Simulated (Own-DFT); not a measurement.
Simulation results for Si₂SnGe₁₃ (diamond-structure random alloy, strained, atoms displaced)

All values are calculated (Own-DFT development build). A calculation, not a measurement: plane-wave density functional theory by an unreviewed code, no spin, of a simulated periodic cell, stress positive in tension, run twice, with PBE and with PBEsol, both on files made for PBE, so the change isn't that of files made for PBEsol, forces on such cells moved up to 12 meV/angstrom on a denser k mesh; the far tail of each file's local potential was reset to the Coulomb form; each entry is a single point on an unrelaxed cell, so the pressure reflects the starting lattice, mostly measured values (interpolated for alloys), from which strain is counted, and rises with the displacements; printed positions are rounded, which can move forces by about a meV/angstrom; the program, named Own-DFT, is a retired in-house code; no spin-orbit coupling; stress was not checked against mesh or cutoff.

Settings shared by all entries: functional PBE, then PBEsol; potential files PseudoDojo norm-conserving, scalar-relativistic, standard set; wave cutoff 49 hartree; occupations Fermi-Dirac; smearing width 0.1 eV; k mesh 3 x 3 x 3 centred on Gamma.

```yaml
- entry: 1
  formula: Si2SnGe13
  kind: "diamond-structure random alloy, strained, atoms displaced"
  structure:
    cell_angstrom: [[11.2211, 0.0, 0.0], [0.0, 11.2211, 0.0], [0.0, 0.0, 11.3631]]
    atoms_fractional:
      - [Ge, 0.99743, 0.99645, 0.99629]
      - [Ge, 0.99193, 0.25057, 0.26018]
      - [Si, 0.24668, 0.0046, 0.24906]
      - [Ge, 0.24724, 0.25043, 0.9944]
      - [Ge, 0.1273, 0.12385, 0.13649]
      - [Sn, 0.13142, 0.37956, 0.36834]
      - [Sn, 0.3703, 0.1263, 0.3753]
      - [Ge, 0.37765, 0.37859, 0.12576]
      - [Ge, 0.99777, 0.99942, 0.50175]
      - [Ge, 0.99744, 0.24493, 0.75279]
      - [Ge, 0.25316, 0.9961, 0.75442]
      - [Ge, 0.2517, 0.2427, 0.50495]
      - [Ge, 0.12317, 0.129, 0.62508]
      - [Si, 0.12818, 0.37473, 0.87622]
      - [Ge, 0.37934, 0.12579, 0.88134]
      - [Ge, 0.37957, 0.37663, 0.62167]
      - [Ge, 0.99634, 0.49353, 0.9987]
      - [Si, 0.00387, 0.75414, 0.25338]
      - [Sn, 0.24642, 0.50592, 0.25472]
      - [Ge, 0.25417, 0.7441, 0.99915]
      - [Ge, 0.12538, 0.62772, 0.11957]
      - [Sn, 0.12641, 0.88511, 0.36995]
      - [Ge, 0.37143, 0.61872, 0.37624]
      - [Si, 0.37888, 0.87095, 0.13212]
      - [Ge, 0.99324, 0.50169, 0.49542]
      - [Ge, 0.99769, 0.74531, 0.74604]
      - [Ge, 0.25803, 0.50562, 0.75293]
      - [Ge, 0.24347, 0.75027, 0.49696]
      - [Ge, 0.12339, 0.62702, 0.62683]
      - [Ge, 0.12556, 0.88125, 0.87711]
      - [Ge, 0.37988, 0.6291, 0.87627]
      - [Ge, 0.3729, 0.87573, 0.63319]
      - [Si, 0.5043, 0.99253, 0.00039]
      - [Si, 0.49422, 0.25111, 0.25649]
      - [Si, 0.74898, 0.99789, 0.25318]
      - [Ge, 0.74635, 0.251, 0.00282]
      - [Ge, 0.62816, 0.12394, 0.13432]
      - [Ge, 0.62603, 0.3778, 0.37681]
      - [Ge, 0.87558, 0.13111, 0.3724]
      - [Ge, 0.87434, 0.37512, 0.12853]
      - [Ge, 0.49861, 0.00051, 0.49692]
      - [Ge, 0.50809, 0.25423, 0.74862]
      - [Ge, 0.74708, 0.99744, 0.74583]
      - [Ge, 0.74997, 0.24951, 0.50003]
      - [Si, 0.628, 0.12578, 0.61975]
      - [Ge, 0.61965, 0.3774, 0.87395]
      - [Ge, 0.87558, 0.11748, 0.86945]
      - [Ge, 0.87875, 0.38396, 0.61819]
      - [Ge, 0.49823, 0.49197, 0.99989]
      - [Ge, 0.49697, 0.73989, 0.24128]
      - [Ge, 0.75309, 0.50173, 0.25651]
      - [Ge, 0.74133, 0.74445, 0.99446]
      - [Ge, 0.61622, 0.62661, 0.12115]
      - [Ge, 0.62202, 0.87651, 0.37609]
      - [Ge, 0.87265, 0.62845, 0.37724]
      - [Ge, 0.87247, 0.87669, 0.12218]
      - [Ge, 0.4981, 0.50191, 0.49843]
      - [Ge, 0.50223, 0.74653, 0.74803]
      - [Ge, 0.74367, 0.49578, 0.74445]
      - [Ge, 0.75079, 0.75069, 0.50021]
      - [Ge, 0.62927, 0.63487, 0.62282]
      - [Ge, 0.62628, 0.87365, 0.86811]
      - [Ge, 0.87291, 0.62976, 0.87373]
      - [Ge, 0.87457, 0.87456, 0.62207]
  results:
    "PBE_pressure [GPa]": 6.82
    "PBE_stress_xx [GPa]": -7.17
    "PBE_stress_yy [GPa]": -7.09
    "PBE_stress_zz [GPa]": -6.18
    "PBE_stress_yz [GPa]": 0.88
    "PBE_stress_xz [GPa]": 1.68
    "PBE_stress_xy [GPa]": -0.61
    "PBEsol_pressure [GPa]": 3.84
    "PBEsol_stress_xx [GPa]": -4.19
    "PBEsol_stress_yy [GPa]": -4.12
    "PBEsol_stress_zz [GPa]": -3.2
    "PBEsol_stress_yz [GPa]": 0.85
    "PBEsol_stress_xz [GPa]": 1.59
    "PBEsol_stress_xy [GPa]": -0.6
    force_element: [Ge, Ge, Si, Ge, Ge, Sn, Sn, Ge, Ge, Ge, Ge, Ge, Ge, Si, Ge, Ge, Ge, Si, Sn, Ge, Ge, Sn, Ge, Si, Ge, Ge, Ge, Ge, Ge, Ge, Ge, Ge, Si, Si, Si, Ge, Ge, Ge, Ge, Ge, Ge, Ge, Ge, Ge, Si, Ge, Ge, Ge, Ge, Ge, Ge, Ge, Ge, Ge, Ge, Ge, Ge, Ge, Ge, Ge, Ge, Ge, Ge, Ge]
    "PBE_force_x [eV/angstrom]": [0.4, 0.588, 1.767, 0.12, -1.076, -3.12, 0.438, -0.058, -0.811, 0.428, -0.372, -0.883, 0.066, -0.444, 0.483, -0.409, 0.498, -1.542, 2.417, -0.099, -1.669, -0.364, 1.75, -0.75, 0.853, 0.294, -0.853, 1.487, 0.161, 0.054, 0.359, 0.318, -0.234, 1.788, 0.477, 0.325, -0.965, -0.511, -1.263, -0.257, 0.861, -0.69, 0.009, 0.089, -0.341, 1.076, -0.783, -0.713, -0.019, -0.41, -0.676, 0.59, 1.337, 0.237, 0.616, -0.353, 0.821, -0.222, 0.615, -0.061, -0.62, -0.556, -0.204, 0.005]
    "PBE_force_y [eV/angstrom]": [0.761, -0.166, -0.685, 0.028, 0.658, -3.774, -0.633, -1.633, 1.531, 1.439, 1.389, 1.813, -1.043, 0.211, -0.437, -0.264, 0.566, -1.218, 2.172, 1.654, 0.618, -0.73, 2.409, 0.907, 1.065, 1.187, -0.761, -0.484, -0.823, -1.553, -0.651, -0.599, 0.316, 1.296, 0.147, -0.318, -0.143, -0.548, -1.838, -0.182, -0.777, -1.151, 0.457, 0.274, -0.175, -0.259, 0.593, -1.51, 1.054, 1.177, 0.284, 0.785, -1.424, -0.679, 0.63, -0.771, 0.353, 0.587, 0.77, 0.766, -1.421, 0.174, -1.299, -0.12]
    "PBE_force_z [eV/angstrom]": [1.027, -2.114, -2.333, 1.191, -1.555, 4.176, -0.636, -0.188, 0.651, -0.249, -0.03, 1.58, 0.66, -0.684, -0.48, 0.605, -0.277, -1.725, -4.634, 0.333, -0.321, 0.477, 1.532, -1.037, 0.566, 0.675, -0.249, 1.198, -0.457, -0.291, 0.137, -1.253, 0.752, -1.636, 0.036, -0.424, -0.328, -0.237, 0.939, -0.094, 1.833, -0.485, -0.551, 0.196, 0.348, 0.248, 0.761, 1.107, -0.172, 1.87, -1.006, 0.612, -0.234, -0.736, -0.655, 0.621, 0.304, 0.062, 0.365, -0.573, -0.022, 0.623, -0.205, 0.386]
    "PBEsol_force_x [eV/angstrom]": [0.382, 0.567, 1.692, 0.161, -1.083, -3.065, 0.418, -0.073, -0.782, 0.396, -0.363, -0.859, 0.061, -0.435, 0.425, -0.386, 0.454, -1.512, 2.373, -0.124, -1.576, -0.367, 1.702, -0.73, 0.81, 0.279, -0.793, 1.439, 0.152, 0.055, 0.34, 0.305, -0.192, 1.758, 0.467, 0.311, -0.908, -0.461, -1.187, -0.247, 0.81, -0.698, 0.049, 0.127, -0.332, 1.032, -0.744, -0.705, -0.021, -0.364, -0.651, 0.568, 1.283, 0.206, 0.565, -0.33, 0.784, -0.209, 0.595, -0.061, -0.601, -0.502, -0.204, 0.003]
    "PBEsol_force_y [eV/angstrom]": [0.722, -0.169, -0.632, -0.012, 0.682, -3.683, -0.613, -1.542, 1.488, 1.347, 1.331, 1.756, -1.009, 0.209, -0.388, -0.247, 0.579, -1.2, 2.123, 1.558, 0.572, -0.717, 2.331, 0.815, 1.032, 1.144, -0.706, -0.48, -0.778, -1.492, -0.634, -0.578, 0.337, 1.279, 0.146, -0.305, -0.1, -0.493, -1.733, -0.172, -0.789, -1.068, 0.396, 0.307, -0.169, -0.25, 0.571, -1.457, 1.027, 1.087, 0.26, 0.761, -1.369, -0.68, 0.566, -0.739, 0.33, 0.575, 0.755, 0.735, -1.376, 0.127, -1.252, -0.117]
    "PBEsol_force_z [eV/angstrom]": [0.982, -2.046, -2.258, 1.189, -1.542, 4.075, -0.513, -0.221, 0.633, -0.275, -0.027, 1.531, 0.633, -0.665, -0.493, 0.585, -0.225, -1.693, -4.519, 0.297, -0.338, 0.572, 1.483, -1.007, 0.557, 0.645, -0.27, 1.17, -0.445, -0.286, 0.125, -1.204, 0.693, -1.606, 0.031, -0.397, -0.353, -0.197, 0.939, -0.086, 1.744, -0.433, -0.497, 0.142, 0.339, 0.233, 0.727, 1.059, -0.164, 1.834, -0.96, 0.577, -0.23, -0.669, -0.594, 0.54, 0.286, 0.065, 0.348, -0.544, -0.013, 0.566, -0.2, 0.372]
    "rms_change_of_force_components_from_PBE_to_PBEsol [eV/angstrom]": 0.043
- entry: 2
  formula: Si2SnGe13
  kind: "diamond-structure random alloy, strained, atoms displaced"
  structure:
    cell_angstrom: [[11.2211, 0.0, 0.0], [0.0, 11.2211, 0.0], [0.0, 0.0, 11.3631]]
    atoms_fractional:
      - [Ge, 0.99744, 0.00493, 0.99983]
      - [Ge, 0.00022, 0.24703, 0.25126]
      - [Ge, 0.24707, 0.98669, 0.25581]
      - [Ge, 0.24566, 0.25246, 0.99747]
      - [Si, 0.1319, 0.12644, 0.12831]
      - [Sn, 0.13103, 0.37215, 0.37693]
      - [Ge, 0.36666, 0.12189, 0.38388]
      - [Ge, 0.36765, 0.375, 0.12559]
      - [Ge, 0.99701, 0.989, 0.5011]
      - [Ge, 0.00049, 0.24549, 0.75411]
      - [Ge, 0.25314, 0.00266, 0.74922]
      - [Ge, 0.25004, 0.24777, 0.49222]
      - [Ge, 0.12023, 0.13307, 0.62575]
      - [Ge, 0.12696, 0.3759, 0.87505]
      - [Ge, 0.37515, 0.12576, 0.87143]
      - [Si, 0.37927, 0.36805, 0.61811]
      - [Ge, 0.0001, 0.49288, 0.00472]
      - [Ge, 0.002, 0.75622, 0.2464]
      - [Ge, 0.249, 0.49359, 0.24903]
      - [Sn, 0.24236, 0.75158, 0.99643]
      - [Ge, 0.11772, 0.62725, 0.12218]
      - [Ge, 0.12338, 0.87769, 0.37748]
      - [Ge, 0.36552, 0.62423, 0.37936]
      - [Ge, 0.36774, 0.87878, 0.12882]
      - [Ge, 0.0016, 0.49978, 0.49509]
      - [Ge, 0.99855, 0.74432, 0.74521]
      - [Ge, 0.24338, 0.50194, 0.75102]
      - [Ge, 0.24913, 0.75418, 0.49858]
      - [Ge, 0.1274, 0.62415, 0.62028]
      - [Ge, 0.12523, 0.86255, 0.87005]
      - [Ge, 0.3753, 0.62643, 0.88121]
      - [Ge, 0.37909, 0.87097, 0.63084]
      - [Ge, 0.49877, 0.00078, 0.00332]
      - [Si, 0.49569, 0.25524, 0.25547]
      - [Ge, 0.75244, 0.00074, 0.2411]
      - [Ge, 0.75537, 0.25025, 0.99439]
      - [Ge, 0.62101, 0.12702, 0.12778]
      - [Ge, 0.63194, 0.37679, 0.37549]
      - [Ge, 0.87144, 0.12093, 0.37564]
      - [Ge, 0.87061, 0.38107, 0.12516]
      - [Ge, 0.49477, 0.99973, 0.5003]
      - [Ge, 0.50438, 0.24559, 0.75071]
      - [Ge, 0.75706, 0.00309, 0.75169]
      - [Ge, 0.74408, 0.25654, 0.5003]
      - [Ge, 0.62179, 0.13898, 0.62744]
      - [Ge, 0.6237, 0.37485, 0.87958]
      - [Ge, 0.876, 0.12244, 0.86808]
      - [Sn, 0.87508, 0.3759, 0.62715]
      - [Si, 0.50681, 0.49617, 0.99827]
      - [Si, 0.50102, 0.74863, 0.25268]
      - [Si, 0.74994, 0.49833, 0.25123]
      - [Ge, 0.74437, 0.75302, 0.99923]
      - [Ge, 0.62205, 0.62125, 0.12422]
      - [Ge, 0.6317, 0.87289, 0.36562]
      - [Ge, 0.87146, 0.62225, 0.38034]
      - [Ge, 0.87766, 0.87819, 0.12452]
      - [Ge, 0.50199, 0.50229, 0.50205]
      - [Sn, 0.50367, 0.75237, 0.74702]
      - [Si, 0.75157, 0.49427, 0.75293]
      - [Ge, 0.75395, 0.75199, 0.49302]
      - [Ge, 0.63258, 0.62515, 0.63054]
      - [Si, 0.63044, 0.86926, 0.885]
      - [Ge, 0.87687, 0.62782, 0.86674]
      - [Ge, 0.88652, 0.87781, 0.62541]
  results:
    "PBE_pressure [GPa]": 6.81
    "PBE_stress_xx [GPa]": -7.11
    "PBE_stress_yy [GPa]": -6.95
    "PBE_stress_zz [GPa]": -6.35
    "PBE_stress_yz [GPa]": 0.38
    "PBE_stress_xz [GPa]": 0.4
    "PBE_stress_xy [GPa]": 1.0
    "PBEsol_pressure [GPa]": 3.82
    "PBEsol_stress_xx [GPa]": -4.12
    "PBEsol_stress_yy [GPa]": -3.97
    "PBEsol_stress_zz [GPa]": -3.36
    "PBEsol_stress_yz [GPa]": 0.37
    "PBEsol_stress_xz [GPa]": 0.38
    "PBEsol_stress_xy [GPa]": 0.97
    force_element: [Ge, Ge, Ge, Ge, Si, Sn, Ge, Ge, Ge, Ge, Ge, Ge, Ge, Ge, Ge, Si, Ge, Ge, Ge, Sn, Ge, Ge, Ge, Ge, Ge, Ge, Ge, Ge, Ge, Ge, Ge, Ge, Ge, Si, Ge, Ge, Ge, Ge, Ge, Ge, Ge, Ge, Ge, Ge, Ge, Ge, Ge, Sn, Si, Si, Si, Ge, Ge, Ge, Ge, Ge, Ge, Sn, Si, Ge, Ge, Si, Ge, Ge]
    "PBE_force_x [eV/angstrom]": [1.229, -0.817, 0.046, 0.499, -0.639, -1.599, 1.152, 1.721, 0.811, 0.703, -0.917, 1.213, 0.722, -0.743, 0.116, -0.389, -0.24, -0.632, 0.511, 1.534, -0.198, -0.411, 1.266, 1.939, -0.08, 0.655, 1.622, 0.078, -0.383, -2.138, 0.865, -2.001, 0.142, -0.056, -0.286, -0.469, -0.048, -1.417, -0.043, 0.017, 1.166, -1.36, -1.56, 0.259, 0.848, 0.403, 0.325, 0.567, -1.404, -0.781, -0.06, 1.471, 0.083, -0.892, 0.59, -0.264, -0.064, 0.867, -1.237, -0.261, 1.168, -0.411, -0.823, -1.962]
    "PBE_force_y [eV/angstrom]": [-0.252, -0.727, 2.377, -0.781, -0.58, 0.374, -0.418, -0.156, 2.413, 0.307, -0.404, -0.833, -1.302, -0.132, -0.05, 0.416, 1.0, -0.837, 2.474, -0.693, -1.429, -0.965, 0.012, -0.563, 1.444, 0.197, -0.473, 0.068, 0.146, 3.33, -2.185, 2.036, -0.242, -0.509, 0.268, -0.267, 0.806, 0.401, 0.119, -1.021, -0.22, 1.661, -0.95, -1.622, -2.36, 0.037, 0.382, -0.074, 0.245, -0.218, 0.634, -1.072, 0.085, 0.438, 0.111, -0.314, -0.129, -0.794, 1.489, 0.276, -1.221, 2.332, -1.0, -1.085]
    "PBE_force_z [eV/angstrom]": [-0.066, -1.159, -0.376, 0.379, -0.108, -0.82, -1.874, -0.573, -0.529, 0.619, -0.318, 3.303, -0.621, -0.061, 0.779, 0.781, -0.965, 0.889, -1.245, 1.773, 1.397, 0.076, -0.839, 0.335, 0.617, -0.376, -0.591, 0.602, -0.073, -1.894, -0.586, -2.098, -0.383, 0.013, 0.562, 0.708, -0.103, -0.833, 0.255, 0.531, 0.216, 0.547, -0.657, -0.792, -0.918, -0.731, 1.222, -0.072, 0.593, -0.281, -0.132, 0.767, 0.518, 0.383, -1.596, -0.662, 0.107, 2.026, 1.142, 1.385, -1.37, -0.697, 1.268, 0.607]
    "PBEsol_force_x [eV/angstrom]": [1.146, -0.818, 0.067, 0.511, -0.629, -1.554, 1.084, 1.597, 0.781, 0.682, -0.877, 1.151, 0.702, -0.72, 0.119, -0.376, -0.224, -0.607, 0.498, 1.485, -0.197, -0.39, 1.201, 1.845, -0.076, 0.641, 1.53, 0.07, -0.382, -2.076, 0.801, -1.943, 0.106, -0.058, -0.273, -0.46, -0.012, -1.372, -0.04, 0.064, 1.103, -1.281, -1.459, 0.237, 0.818, 0.409, 0.319, 0.594, -1.375, -0.765, -0.057, 1.471, 0.117, -0.818, 0.6, -0.259, -0.03, 0.796, -1.217, -0.242, 1.091, -0.403, -0.763, -1.884]
    "PBEsol_force_y [eV/angstrom]": [-0.278, -0.676, 2.267, -0.71, -0.567, 0.364, -0.43, -0.142, 2.326, 0.286, -0.396, -0.851, -1.262, -0.127, -0.053, 0.403, 0.968, -0.804, 2.388, -0.677, -1.384, -0.933, -0.011, -0.511, 1.41, 0.197, -0.432, 0.048, 0.146, 3.224, -2.085, 1.987, -0.201, -0.496, 0.25, -0.25, 0.731, 0.379, 0.113, -1.022, -0.202, 1.567, -0.878, -1.567, -2.266, -0.042, 0.371, -0.122, 0.243, -0.21, 0.619, -1.082, 0.119, 0.45, 0.141, -0.292, -0.1, -0.81, 1.465, 0.254, -1.151, 2.286, -0.932, -1.051]
    "PBEsol_force_z [eV/angstrom]": [-0.092, -1.089, -0.335, 0.332, -0.101, -0.803, -1.772, -0.549, -0.511, 0.594, -0.309, 3.167, -0.591, -0.051, 0.748, 0.759, -0.927, 0.851, -1.204, 1.716, 1.352, 0.067, -0.783, 0.31, 0.605, -0.361, -0.547, 0.583, -0.06, -1.842, -0.601, -2.043, -0.338, 0.015, 0.55, 0.679, -0.133, -0.726, 0.233, 0.465, 0.217, 0.547, -0.65, -0.763, -0.881, -0.717, 1.179, -0.122, 0.579, -0.277, -0.128, 0.79, 0.471, 0.398, -1.5, -0.633, 0.074, 1.923, 1.121, 1.333, -1.367, -0.677, 1.245, 0.58]
    "rms_change_of_force_components_from_PBE_to_PBEsol [eV/angstrom]": 0.045
- entry: 3
  formula: Si2SnGe13
  kind: "diamond-structure random alloy, strained, atoms displaced"
  structure:
    cell_angstrom: [[11.2211, 0.0, 0.0], [0.0, 11.2211, 0.0], [0.0, 0.0, 11.3631]]
    atoms_fractional:
      - [Sn, 0.99537, 0.99672, 0.99903]
      - [Si, 0.00081, 0.24501, 0.25453]
      - [Ge, 0.25558, 0.00414, 0.25984]
      - [Ge, 0.24425, 0.25276, 0.00202]
      - [Sn, 0.1276, 0.12935, 0.12302]
      - [Ge, 0.13436, 0.37272, 0.37821]
      - [Ge, 0.37319, 0.12403, 0.3751]
      - [Si, 0.37831, 0.38167, 0.1254]
      - [Sn, 0.00422, 0.00693, 0.50308]
      - [Ge, 0.99171, 0.24782, 0.75189]
      - [Ge, 0.23935, 0.998, 0.75059]
      - [Ge, 0.24245, 0.24022, 0.49466]
      - [Si, 0.12651, 0.13099, 0.62605]
      - [Ge, 0.13207, 0.37624, 0.87201]
      - [Ge, 0.38298, 0.12861, 0.8737]
      - [Ge, 0.36604, 0.37948, 0.62967]
      - [Ge, 0.99464, 0.49755, 0.00817]
      - [Ge, 0.00433, 0.75686, 0.25123]
      - [Ge, 0.24675, 0.49623, 0.2582]
      - [Ge, 0.24841, 0.75386, 0.99901]
      - [Si, 0.13484, 0.62107, 0.11969]
      - [Ge, 0.1246, 0.87693, 0.36758]
      - [Ge, 0.38004, 0.62286, 0.37189]
      - [Ge, 0.37567, 0.87901, 0.12883]
      - [Ge, 0.99707, 0.49596, 0.5013]
      - [Ge, 0.9975, 0.74828, 0.75251]
      - [Sn, 0.25116, 0.50442, 0.74869]
      - [Ge, 0.25776, 0.74756, 0.49894]
      - [Ge, 0.12324, 0.62478, 0.62812]
      - [Ge, 0.1231, 0.88366, 0.87487]
      - [Ge, 0.38101, 0.63581, 0.87762]
      - [Ge, 0.37653, 0.8781, 0.63059]
      - [Ge, 0.50035, 0.99707, 0.00339]
      - [Ge, 0.50083, 0.25051, 0.25536]
      - [Ge, 0.75016, 0.00078, 0.24777]
      - [Ge, 0.75125, 0.24488, 0.00356]
      - [Ge, 0.63083, 0.1297, 0.13306]
      - [Ge, 0.62595, 0.36833, 0.37019]
      - [Ge, 0.87584, 0.12766, 0.37431]
      - [Ge, 0.87076, 0.37691, 0.12745]
      - [Ge, 0.50578, 0.99843, 0.49598]
      - [Ge, 0.50712, 0.24722, 0.75175]
      - [Ge, 0.75001, 0.00078, 0.75242]
      - [Ge, 0.74268, 0.25015, 0.49343]
      - [Ge, 0.62377, 0.12134, 0.62733]
      - [Ge, 0.61411, 0.37636, 0.8756]
      - [Si, 0.87713, 0.12973, 0.88455]
      - [Ge, 0.88203, 0.3742, 0.62635]
      - [Ge, 0.50279, 0.49654, 0.00214]
      - [Ge, 0.50844, 0.75388, 0.25488]
      - [Ge, 0.75197, 0.51016, 0.25344]
      - [Ge, 0.74878, 0.7484, 0.99888]
      - [Ge, 0.62872, 0.62507, 0.13046]
      - [Ge, 0.63676, 0.86837, 0.37696]
      - [Ge, 0.87652, 0.61488, 0.37461]
      - [Ge, 0.87332, 0.87403, 0.12358]
      - [Ge, 0.50363, 0.50312, 0.50492]
      - [Ge, 0.49902, 0.74195, 0.74939]
      - [Ge, 0.75166, 0.50684, 0.75237]
      - [Ge, 0.75389, 0.75012, 0.49869]
      - [Si, 0.61664, 0.62849, 0.62472]
      - [Si, 0.63344, 0.87255, 0.8752]
      - [Si, 0.87849, 0.62454, 0.87639]
      - [Ge, 0.87723, 0.87343, 0.63073]
  results:
    "PBE_pressure [GPa]": 6.7
    "PBE_stress_xx [GPa]": -6.84
    "PBE_stress_yy [GPa]": -7.0
    "PBE_stress_zz [GPa]": -6.26
    "PBE_stress_yz [GPa]": 0.73
    "PBE_stress_xz [GPa]": 0.49
    "PBE_stress_xy [GPa]": -0.27
    "PBEsol_pressure [GPa]": 3.72
    "PBEsol_stress_xx [GPa]": -3.87
    "PBEsol_stress_yy [GPa]": -4.02
    "PBEsol_stress_zz [GPa]": -3.28
    "PBEsol_stress_yz [GPa]": 0.69
    "PBEsol_stress_xz [GPa]": 0.47
    "PBEsol_stress_xy [GPa]": -0.26
    force_element: [Sn, Si, Ge, Ge, Sn, Ge, Ge, Si, Sn, Ge, Ge, Ge, Si, Ge, Ge, Ge, Ge, Ge, Ge, Ge, Si, Ge, Ge, Ge, Ge, Ge, Sn, Ge, Ge, Ge, Ge, Ge, Ge, Ge, Ge, Ge, Ge, Ge, Ge, Ge, Ge, Ge, Ge, Ge, Ge, Ge, Si, Ge, Ge, Ge, Ge, Ge, Ge, Ge, Ge, Ge, Ge, Ge, Ge, Ge, Si, Si, Si, Ge]
    "PBE_force_x [eV/angstrom]": [-0.65, -0.755, -0.16, 3.05, 0.171, -2.226, 1.22, -0.713, -0.169, 1.314, 1.559, 1.225, 0.249, -2.383, -1.229, 2.472, 1.088, -0.296, 1.121, 0.23, -1.101, 1.383, 0.122, -0.034, 1.233, 0.384, 0.144, -0.731, -1.174, 0.643, -0.092, -0.077, 0.953, -1.015, 0.519, -0.408, -1.074, -0.099, -1.021, 0.283, -0.413, -1.122, 0.498, 1.082, 0.444, 2.084, -1.513, -1.854, -0.635, -0.854, -0.626, 0.454, -0.544, -0.516, 0.878, -1.234, -0.336, 1.064, -0.455, 0.22, 1.638, -1.21, -0.216, -0.789]
    "PBE_force_y [eV/angstrom]": [0.041, 1.976, -1.104, 1.761, -0.451, -0.379, 0.251, -0.865, -0.909, -0.156, 1.393, 0.733, 0.466, -0.919, -0.659, -2.694, 0.518, -1.798, 0.755, 0.177, 0.24, -0.527, 0.093, -0.464, 0.105, -0.068, 1.323, 0.388, 1.419, -2.552, -0.75, -0.147, 0.285, 0.166, -0.26, 1.163, -0.658, 1.976, 0.568, -0.74, -0.268, 0.587, 0.207, -0.29, 0.195, -0.249, 0.381, -0.081, 1.134, -0.281, -1.873, -0.326, 0.272, 1.209, 1.79, -1.33, -0.983, 1.899, -0.228, -1.118, -0.163, 0.077, 0.001, -0.258]
    "PBE_force_z [eV/angstrom]": [-0.151, 0.444, -1.013, -1.464, 2.193, -0.189, 0.784, 0.423, 0.011, 0.438, -0.555, 1.349, 1.581, 1.33, 0.522, -2.391, -1.041, -1.099, -1.671, 0.325, 0.819, 1.015, 0.333, 0.317, -0.047, 0.433, 1.627, 0.013, -1.902, -0.998, 1.315, -0.497, -0.489, -1.231, 0.538, -0.491, -0.618, 0.563, -0.799, 0.964, 0.347, -0.946, 0.704, 1.281, -0.579, -0.048, -2.016, -0.221, 0.616, -0.648, -0.51, -0.208, -0.798, -0.289, 0.546, 1.278, -0.502, 0.059, -0.325, 1.208, -0.156, -0.109, 0.537, 0.091]
    "PBEsol_force_x [eV/angstrom]": [-0.581, -0.746, -0.154, 2.925, 0.214, -2.119, 1.169, -0.699, -0.213, 1.281, 1.537, 1.214, 0.247, -2.307, -1.182, 2.411, 1.045, -0.305, 1.093, 0.264, -1.079, 1.341, 0.118, -0.023, 1.189, 0.403, 0.131, -0.704, -1.137, 0.632, -0.085, -0.081, 0.885, -0.936, 0.501, -0.436, -1.025, -0.093, -1.028, 0.256, -0.403, -1.094, 0.485, 1.049, 0.43, 2.008, -1.486, -1.779, -0.576, -0.823, -0.604, 0.45, -0.512, -0.5, 0.836, -1.199, -0.377, 0.95, -0.448, 0.226, 1.599, -1.183, -0.208, -0.762]
    "PBEsol_force_y [eV/angstrom]": [-0.016, 1.935, -1.075, 1.689, -0.473, -0.345, 0.236, -0.847, -0.929, -0.079, 1.306, 0.755, 0.463, -0.903, -0.635, -2.599, 0.443, -1.701, 0.725, 0.204, 0.232, -0.5, 0.094, -0.434, 0.097, -0.026, 1.273, 0.372, 1.376, -2.473, -0.718, -0.159, 0.304, 0.131, -0.247, 1.158, -0.641, 1.898, 0.516, -0.683, -0.253, 0.564, 0.203, -0.288, 0.19, -0.243, 0.381, -0.072, 1.126, -0.285, -1.815, -0.317, 0.27, 1.168, 1.732, -1.285, -0.979, 1.843, -0.275, -1.051, -0.161, 0.077, -0.002, -0.251]
    "PBEsol_force_z [eV/angstrom]": [-0.104, 0.442, -0.977, -1.46, 2.088, -0.155, 0.752, 0.414, -0.043, 0.403, -0.501, 1.253, 1.55, 1.304, 0.51, -2.319, -1.002, -1.044, -1.547, 0.276, 0.8, 0.973, 0.341, 0.305, -0.034, 0.375, 1.576, 0.015, -1.841, -0.979, 1.255, -0.488, -0.443, -1.159, 0.516, -0.413, -0.593, 0.553, -0.74, 0.898, 0.35, -0.894, 0.616, 1.224, -0.564, -0.046, -1.98, -0.216, 0.552, -0.625, -0.502, -0.124, -0.763, -0.287, 0.531, 1.246, -0.528, 0.08, -0.321, 1.135, -0.155, -0.104, 0.526, 0.09]
    "rms_change_of_force_components_from_PBE_to_PBEsol [eV/angstrom]": 0.043
```
